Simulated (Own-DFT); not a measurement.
# Biaxial strain at fixed height in wurtzite GaN, 72 atoms (Ga36N36)

No measurement is shown. These are fixed-geometry runs of a retired plane-wave code named Own-DFT, which no person has reviewed; spin and spin-orbit coupling are neglected.

All runs used: PBE; PseudoDojo norm-conserving scalar-relativistic files; cutoff 42 hartree; 4 x 4 x 3 k mesh centred on Gamma; Fermi-Dirac smearing of 0.1 eV.

Keep in mind: forces not confirmed at this smearing and k mesh; stress not checked against mesh or cutoff.

Unstrained cell vectors in Å: (9.567, 0.000, 0.000); (-4.784, 8.285, 0.000); (0.000, 0.000, 10.370). The unstrained cell has measured lattice constants (interpolated for alloys), not those of this functional. That, the random moves and any unrelaxed bonds set the pressure at no strain. Each run strains x and y alike by e, as a substrate would, and holds the height along z. Random moves of width 0.05 Å per axis were added to every atom. Stress is positive in tension.

```
e (%)  u (Å)  (s_xx + s_yy)/2 (GPa)  s_zz (GPa)
-3.00  0.049                 -27.25      -11.74
-2.75  0.051                 -23.22      -14.37
-1.75  0.051                 -18.35       -9.96
-0.75  0.050                 -11.41       -9.93
 0.25  0.049                  -6.12       -7.76
 0.50  0.048                      ?           ?
 1.25  0.048                  -1.61       -5.00
 1.75  0.051                   1.37       -7.43
 2.25  0.053                   3.28       -4.52
 3.00  0.053                   6.25       -4.56
```

## Fit

With e as a fraction, the in-plane stress is -7.5 + 542 e - 2813 e² GPa (errors 12 and 751, scatter 0.74), and s_zz is -8.4 + 146 e GPa (slope ± 21, scatter 1.30). At e = 0 the first slope is C11 + C12 and the second 2 C13, both with the ions held to the strained lattice and at the cell's own pressure. The term in e² is negative: the layer stiffens under compression and softens under tension. A free layer would change its height as e changes, and the in-plane slope would drop by 2 C13²/C33 to the biaxial modulus. At fixed height, a misfit of 1 % moves the in-plane stress by about 5.4 GPa and s_zz by 1.5 GPa.

## Check

Q: what are the two stresses at e = 0.50 %?

The fit gives -4.9 and -7.7 GPa. DFT gave -4.42 and -7.18 GPa.
